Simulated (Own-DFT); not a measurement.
## Calculated data, AlGa$_{3}$N$_{4}$ (wurtzite random alloy, strained, atoms displaced), Al$_{3}$GaN$_{4}$ (wurtzite random alloy, atoms displaced), Al$_{3}$GaN$_{4}$ (wurtzite random alloy, strained, atoms displaced)

A calculation, not a measurement: plane-wave PBE density functional theory by an unreviewed code, no spin, of a simulated periodic cell, stress positive in tension, free energy of the whole cell less one offset for each atom, forces on such cells passed a denser k mesh, this cell's mesh not checked; offsets are fitted by least squares, one for each functional and potential file, so energies compare only between cells with the same atoms and settings and are not formation energies; the far tail of each file's local potential was reset to the Coulomb form; each entry is a single point on an unrelaxed cell, so the pressure reflects the starting lattice, mostly measured values, from which strain is counted, and rises with the displacements; printed positions are rounded, which can move forces by about a meV/angstrom; the program is a retired in-house code; no spin-orbit coupling. Program: Own-DFT development build.

Common to all runs: functional PBE; potential files PseudoDojo norm-conserving, scalar-relativistic, standard set with the stringent files for Ga; wave cutoff 96 hartree; occupations Gaussian; smearing width 0.01 eV; k mesh 4 x 4 x 3 centred on Gamma.

(1) 
```xyz
72
Lattice="9.2953 0.0000 0.0000 -4.6476 8.0500 0.0000 0.0000 0.0000 10.2685" Properties=species:S:1:pos:R:3:force_x:R:1:force_y:R:1:force_z:R:1 formula=AlGa3N4 free_energy_of_cell_above_offsets=-6.927 pressure=17 stress_xx=-20.18 stress_yy=-20.36 stress_zz=-10.45 stress_yz=-0.85 stress_xz=0.5 stress_xy=0.89
Ga     0.0027     1.7453     0.0879     -1.711      0.983     -0.305
Ga     1.4684     0.8057     2.5582      0.872        2.1      1.083
N     -0.0551     1.8438     2.0058      0.546     -1.305     -1.367
N      1.4419     0.8573     4.4597      1.308      0.942      1.535
Al     0.0124     1.8303     5.1575     -0.599     -0.592      0.254
Ga     1.5886     0.8563     7.6993     -0.753      0.469     -0.342
N      0.0542     1.8381     7.1139     -0.375     -0.365      -1.42
N      1.4759     1.0160     9.6304      2.085     -2.294     -0.341
Al    -1.5376     4.3703     0.0126     -0.092      1.641     -0.286
Al     0.0910     3.5337     2.5154     -2.104      1.652      1.925
N     -1.5382     4.4625     1.8673      0.178     -0.753      0.595
N     -0.0220     3.5369     4.4645     -0.153      0.754     -0.166
Al    -1.5489     4.4655     5.1458      1.186      0.548     -0.029
Ga     0.1159     3.6811     7.7643     -1.598     -2.045     -0.657
N     -1.4278     4.4778     7.0645     -1.763      1.035      -0.36
N     -0.0506     3.5190     9.6142      0.575      1.088      1.424
Ga    -3.0527     7.1959    10.2588     -0.913       0.22      0.491
Al    -1.5765     6.1613     2.5440      0.554      1.396      1.053
N     -3.0779     7.1657     1.9798      0.186     -2.574     -1.352
N     -1.5300     6.3571     4.5405      0.337     -3.672     -2.287
Ga    -3.0559     7.0714     5.1593     -1.247      1.835     -0.105
Al    -1.5727     6.2512     7.7280      0.717     -0.053     -1.209
N     -3.1303     7.0960     7.0554      1.685      0.319      0.798
N     -1.5425     6.3083     9.5999     -2.001     -3.077     -1.178
Ga     3.0596     1.8460    10.2438      0.578     -2.194        1.5
Ga     4.7269     0.8583     2.5030     -2.246     -0.738      1.406
N      3.1118     1.7407     1.9549     -0.549      0.352     -0.515
N      4.6107     0.8402     4.5336     -0.344      2.402     -1.356
Al     3.0582     1.7630     5.1389     -0.102      0.053     -0.879
Ga     4.6153     0.8841     7.7179      1.149     -0.008     -0.408
N      3.1341     1.7777     7.0199     -1.008      0.889      0.097
N      4.6657     0.8677     9.6699     -0.376      1.874     -0.545
Ga     1.5681     4.4968    10.2414     -1.681       0.28      1.782
Ga     3.0943     3.5464     2.5657     -0.621       0.06      0.696
N      1.5166     4.5200     2.0789      1.055     -0.587     -2.373
N      3.0824     3.6823     4.5397       1.73     -4.151     -1.539
Ga     1.6215     4.4280     5.1547     -3.435      1.227     -1.278
Ga     3.0398     3.6363     7.7762       1.33     -1.265     -1.063
N      1.5617     4.4776     6.9790      1.022       0.81      1.792
N      3.0532     3.5497     9.6880      2.049      2.303       -0.5
Ga    -0.1502     7.1764    10.2001       3.65     -0.343      2.002
Ga     1.5388     6.3586     2.5406     -0.312     -1.418      1.109
N     -0.0550     7.0911     1.9181     -0.628      0.435     -0.463
N      1.5445     6.2262     4.4981      0.619      0.638     -0.281
Ga     0.0313     7.1625     5.1110      0.227     -0.789      0.493
Ga     1.5909     6.2749     7.6507     -0.976      0.494      0.522
N     -0.0082     7.1650     7.0007     -0.606     -0.752       1.82
N      1.5188     6.2676     9.6154      0.326       0.39     -0.075
Al     6.1715     1.7795    10.2110      0.987      0.013      0.385
Ga     7.6907     0.8896     2.5456      1.044      0.205      0.985
N      6.1905     1.8027     1.9394      0.188      0.225      -2.27
N      7.7218     0.9514     4.4599      1.715      -0.93       0.43
Ga     6.2070     1.7423     5.0842     -1.184      0.774      1.544
Ga     7.7831     0.8479     7.7460      0.021      1.697     -1.672
N      6.1822     1.8204     7.0725      0.602     -1.217     -0.033
N      7.7636     0.8377     9.5745     -1.149      1.389       2.53
Al     4.6893     4.4539     0.0303     -0.543      0.697     -0.575
Ga     6.1017     3.5679     2.5794      3.124     -0.375      1.237
N      4.6786     4.4651     1.9555     -1.737     -1.453     -2.471
N      6.2088     3.5971     4.5784      0.414     -0.059     -1.272
Ga     4.6357     4.4344     5.1333       0.57      0.566      1.347
Ga     6.2268     3.5737     7.7086      0.922      0.222     -0.167
N      4.6717     4.4421     7.1214     -0.857     -0.608     -0.754
N      6.2011     3.6047     9.6489      -0.21     -1.089      0.725
Ga     3.1287     7.1815     0.0783      -0.19     -1.323     -1.656
Ga     4.6729     6.1334     2.5506     -0.124      3.412      1.651
N      3.1224     7.1465     1.9457      0.575      0.047      0.244
N      4.6764     6.2342     4.5415     -0.564     -0.092     -1.043
Ga     3.1057     7.1705     5.1235     -0.003      0.115     -0.334
Ga     4.6469     6.2057     7.6305     -0.149      0.682      1.632
N      3.1333     7.1659     7.0568     -0.145      -0.36     -0.559
N      4.7207     6.2434     9.6345     -1.076     -0.755      0.397
```

Units: free_energy_of_cell_above_offsets in eV; pressure, stress_xx, stress_yy, stress_zz, stress_yz, stress_xz, stress_xy in GPa; force_x, force_y, force_z in eV/Å.

(2) 
```xyz
72
Lattice="9.3938 0.0000 0.0000 -4.6969 8.1352 0.0000 0.0000 0.0000 10.0655" Properties=species:S:1:pos:R:3:force_x:R:1:force_y:R:1:force_z:R:1 formula=Al3GaN4 free_energy_of_cell_above_offsets=-12.781 pressure=10.38 stress_xx=-8.57 stress_yy=-11.8 stress_zz=-10.76 stress_yz=-0.62 stress_xz=0.23 stress_xy=2.11
Ga    -0.2069     1.8509     0.0663      4.251       0.41      0.376
Ga     1.6722     0.8137     2.5958     -1.519      1.704     -4.821
N     -0.0035     1.7404     2.0168       1.82      0.177     -1.824
N      1.4670     0.8526     4.2788      0.135      2.159      6.722
Al     0.0053     1.8442     5.1328     -1.018     -0.235     -1.941
Al     1.4286     0.8633     7.5163      5.357     -0.971      2.654
N      0.1115     1.8619     7.0865     -2.488     -0.645     -3.184
N      1.5999     0.8033     9.4733     -2.767     -0.637      -0.62
Al    -1.7127     4.3631     0.0537      1.713      2.639     -1.376
Ga    -0.0462     3.5236     2.5504      0.179      2.708     -2.851
N     -1.6008     4.6043     1.8559     -1.369     -0.721      1.759
N     -0.0254     3.5658     4.3140      0.224      0.716      5.952
Al    -1.5436     4.6009     5.0699     -0.458     -3.311      -0.79
Ga     0.0618     3.6471     7.5003      0.041      1.382      2.416
N     -1.4828     4.4554     6.9382     -2.478      1.922     -0.531
N      0.0492     3.6803     9.5419     -2.086     -1.201     -0.925
Al    -3.0247     7.1920     0.1609     -1.487     -0.286     -4.618
Al    -1.6345     6.4586     2.6439      4.357     -3.076     -1.682
N     -3.0037     7.2528     1.8879     -1.454     -0.458      1.994
N     -1.5265     6.2639     4.4666     -1.399      1.554     -0.371
Ga    -3.1167     7.3072     5.0087       0.57     -1.702      1.494
Al    -1.6548     6.3938     7.5585       3.06     -2.068      1.626
N     -3.0469     7.2476     6.9828     -4.036      0.229     -1.498
N     -1.5541     6.3268     9.4585     -1.383     -1.038     -0.369
Ga     3.0019     1.8077     9.9809       2.74     -1.594      1.137
Al     4.7503     0.9587     2.5470       0.13     -2.053     -0.099
N      3.1135     1.7508     1.9653      1.622      -0.01     -0.281
N      4.6526     0.8790     4.5438     -0.055      1.272     -1.953
Al     3.0700     1.8672     4.9092      0.939     -2.088      2.863
Al     4.8187     0.8494     7.5676     -1.563      1.559       0.84
N      3.1679     1.7453     7.0148     -1.088      0.655     -0.295
N      4.8242     0.8586     9.5692     -1.386        0.6      -1.38
Al     1.6389     4.3918     9.9560     -4.137      5.022      3.494
Al     3.1275     3.4517     2.4932     -1.855      3.549       0.51
N      1.4896     4.6302     1.9801      2.039     -4.229     -1.554
N      2.9444     3.6155     4.6274      5.431     -0.847     -3.604
Al     1.6417     4.5328     5.0908     -4.729      2.308      0.024
Al     3.0800     3.5672     7.7110      1.408     -0.389       -1.6
N      1.6320     4.5555     6.9901       0.31     -0.895     -0.796
N      3.0691     3.5939     9.6291      3.501     -0.178     -2.572
Al    -0.0901     7.2186    10.0171      2.292     -0.773      1.912
Al     1.5836     6.2409     2.6233     -0.615      2.705     -3.183
N      0.0804     7.2242     1.9718     -1.527       1.06      0.005
N      1.5410     6.3797     4.3556      1.643     -1.429      3.715
Ga    -0.0117     7.1585     5.1169      0.454      1.471     -0.732
Ga     1.5254     6.3618     7.5423     -0.071     -0.274      1.852
N     -0.0194     7.2682     6.9936     -1.049     -1.017      0.167
N      1.5395     6.3154     9.4662      0.383     -0.312      0.687
Al     6.3125     1.7751     0.0755     -2.714      1.949     -0.879
Al     7.8947     0.9981     2.4384     -2.833     -2.285      2.265
N      6.3167     1.9558     1.9493      0.301     -6.442     -1.361
N      7.7556     0.8734     4.4247      2.329     -0.205     -0.057
Al     6.2967     1.7503     5.0016     -1.678      1.428      0.493
Al     7.9346     1.0850     7.6115     -2.846     -1.926     -0.385
N      6.2530     1.7985     6.8835      1.608      0.412      0.755
N      7.7571     0.9913     9.4822      0.104     -2.497     -1.155
Al     4.6095     4.5963     0.2035      0.746     -1.271     -5.998
Al     6.1680     3.5053     2.4423       1.52      6.959      2.909
N      4.6417     4.3241     1.8307     -0.199      0.681        6.2
N      6.2089     3.6506     4.4531     -0.063     -0.183     -0.147
Al     4.6419     4.6412     4.9848      0.367     -3.792      1.157
Al     6.1586     3.6657     7.3862      2.835     -1.885      2.151
N      4.7152     4.5640     7.0322     -2.547     -1.187     -2.404
N      6.1327     3.6629     9.4092      0.275     -1.183      0.207
Al     3.0998     7.1886     0.1297     -1.042     -0.039     -4.664
Ga     4.7827     6.4674     2.5085     -1.996     -1.471     -1.286
N      3.0930     7.3201     1.8148      0.365       0.05      5.306
N      4.7374     6.3051     4.3972     -1.201      1.737      0.389
Al     3.1224     7.2072     5.0359     -0.526        0.8     -0.125
Al     4.6333     6.2434     7.4252      0.917      2.643      3.131
N      3.1014     7.1322     6.9636       1.98      2.721     -1.346
N      4.6051     6.2847     9.6939      1.713      1.619     -1.906
```

Units: free_energy_of_cell_above_offsets in eV; pressure, stress_xx, stress_yy, stress_zz, stress_yz, stress_xz, stress_xy in GPa; force_x, force_y, force_z in eV/Å.

(3) 
```xyz
72
Lattice="9.2059 0.0000 0.0000 -4.6029 7.9725 0.0000 0.0000 0.0000 10.0655" Properties=species:S:1:pos:R:3:force_x:R:1:force_y:R:1:force_z:R:1 formula=Al3GaN4 free_energy_of_cell_above_offsets=-21.289 pressure=15.18 stress_xx=-17.88 stress_yy=-16.24 stress_zz=-11.43 stress_yz=-0.61 stress_xz=1.31 stress_xy=-0.36
Ga     0.0255     1.7641     0.0354      0.097      1.278      0.144
Al     1.5830     0.8451     2.5498     -1.116      1.846     -0.289
N     -0.0370     1.8525     1.9171      1.087     -2.607      0.483
N      1.5635     0.8922     4.4132     -1.858     -1.327     -0.155
Al     0.0598     1.8045     5.0279     -1.383     -2.155      0.451
Ga     1.5235     0.9054     7.5542     -0.573     -1.967      0.312
N      0.0050     1.7073     6.9551     -1.021      2.619      -1.38
N      1.4863     0.8738     9.4065       1.87      -1.07      1.915
Al    -1.5509     4.4851     0.0694      0.814     -2.167     -0.769
Ga    -0.0087     3.5771     2.5077      1.567      -0.24       1.01
N     -1.5226     4.4205     1.9494     -1.203      1.115     -1.397
N      0.0292     3.4832     4.4347     -0.688      2.187      0.903
Al    -1.5992     4.4681     4.9918      1.129     -0.331     -0.243
Al     0.0444     3.5678     7.5518     -1.382     -1.128     -0.313
N     -1.6207     4.4231     6.8836       2.45     -0.254     -0.411
N      0.0512     3.6203     9.3987     -1.553     -0.276      0.723
Al    -3.0696     7.0613    10.0642      0.255      1.037      -0.06
Al    -1.5102     6.1684     2.5069     -0.752       1.19     -0.557
N     -3.0480     7.1533     1.8890     -0.466      -2.12     -0.702
N     -1.6412     6.2738     4.3087      1.545     -1.386      2.136
Al    -3.1101     7.0412     5.0747     -0.486      1.149     -0.062
Al    -1.4961     6.1201     7.5247     -0.365       1.69      0.839
N     -3.0580     7.0394     6.9763       0.44      -0.63     -0.667
N     -1.5664     6.1346     9.5318      -0.47       1.49     -2.049
Al     3.0872     1.7615    10.0207     -0.615     -0.527      0.411
Al     4.5986     0.9075     2.4872     -0.313     -0.608       0.26
N      3.0211     1.7657     1.8686      0.944      0.855      0.328
N      4.6008     0.8978     4.4920       0.64     -0.415     -1.448
Ga     3.0213     1.7551     5.0384      1.313      0.806      1.363
Ga     4.6678     0.8804     7.5504     -1.194      0.252      0.261
N      3.0131     1.7165     7.0532      2.612      2.946     -1.725
N      4.6485     0.9112     9.4597      0.019      0.786      0.595
Al     1.5644     4.3849     0.0094     -0.794      1.041      0.347
Al     3.1142     3.6382     2.5258     -2.405     -2.232       0.33
N      1.5292     4.4931     1.8684      1.372     -0.807      0.204
N      3.0379     3.6155     4.4462      1.754     -0.819      -1.12
Al     1.5787     4.3358     5.1017     -1.956      2.189      -0.73
Al     3.1006     3.6222     7.5562      0.394     -3.067      0.457
N      1.5783     4.3611     6.9651     -0.396      1.261     -0.517
N      3.0317     3.5244     9.4511      0.263      0.001      -0.75
Ga    -0.0110     7.0877    10.0346     -0.984      0.825      1.506
Al     1.5328     6.1688     2.5727     -0.501      0.869     -0.442
N     -0.0149     7.0227     1.9291      0.586      1.307       0.46
N      1.4774     6.1959     4.4203      0.711     -1.029      0.952
Al    -0.0053     7.0724     5.0515     -0.676      0.294     -0.523
Al     1.6489     6.1137     7.6018     -1.632      1.812     -0.599
N      0.0480     7.1111     6.9191     -0.033     -2.883      0.375
N      1.4396     6.1849     9.5010      4.236     -1.036     -1.662
Al     6.2257     1.8300     9.9928     -1.283     -0.511      1.081
Ga     7.6538     0.7905     2.5769      0.314      2.772     -0.499
N      6.1345     1.7629     1.8662      -0.13      0.328     -0.526
N      7.6816     0.8018     4.4185      -0.18       1.91      2.019
Al     6.1253     1.7935     5.0099      1.049     -1.283      0.854
Al     7.7154     0.9265     7.6132     -0.251     -1.018     -1.207
N      6.1947     1.7798     7.0187      0.725      0.187     -1.979
N      7.7125     0.9209     9.4394      -0.81     -1.918      0.191
Ga     4.5985     4.3787    10.0648     -0.371     -0.522      0.578
Al     6.2306     3.5145     2.4801     -1.672     -0.927      0.294
N      4.6135     4.3020     1.9086      1.807      2.632      0.244
N      6.1544     3.4883     4.3412     -0.286      1.082      0.716
Al     4.6308     4.3933     5.0163     -0.174      1.182     -0.141
Al     6.1915     3.5052     7.5498     -1.044      0.588     -0.168
N      4.6439     4.3527     6.9341     -0.147      0.336     -0.686
N      6.1266     3.6104     9.3702      1.901     -1.085      1.249
Al     3.1187     7.0380     0.0166     -1.879      1.105      0.445
Al     4.6270     6.2129     2.4526     -0.236     -0.312      0.956
N      3.0232     7.1006     1.9374      1.023     -3.099     -2.011
N      4.5562     6.2751     4.3640      0.389     -1.824      0.395
Al     3.0274     7.0801     5.1050      0.067     -0.503       -2.7
Ga     4.5521     6.1694     7.6538      1.387      0.098     -2.766
N      3.1051     7.1194     6.8506     -1.061     -0.348      3.527
N      4.6137     6.1455     9.4658     -0.426      1.366      1.944
```

Units: free_energy_of_cell_above_offsets in eV; pressure, stress_xx, stress_yy, stress_zz, stress_yz, stress_xz, stress_xy in GPa; force_x, force_y, force_z in eV/Å.
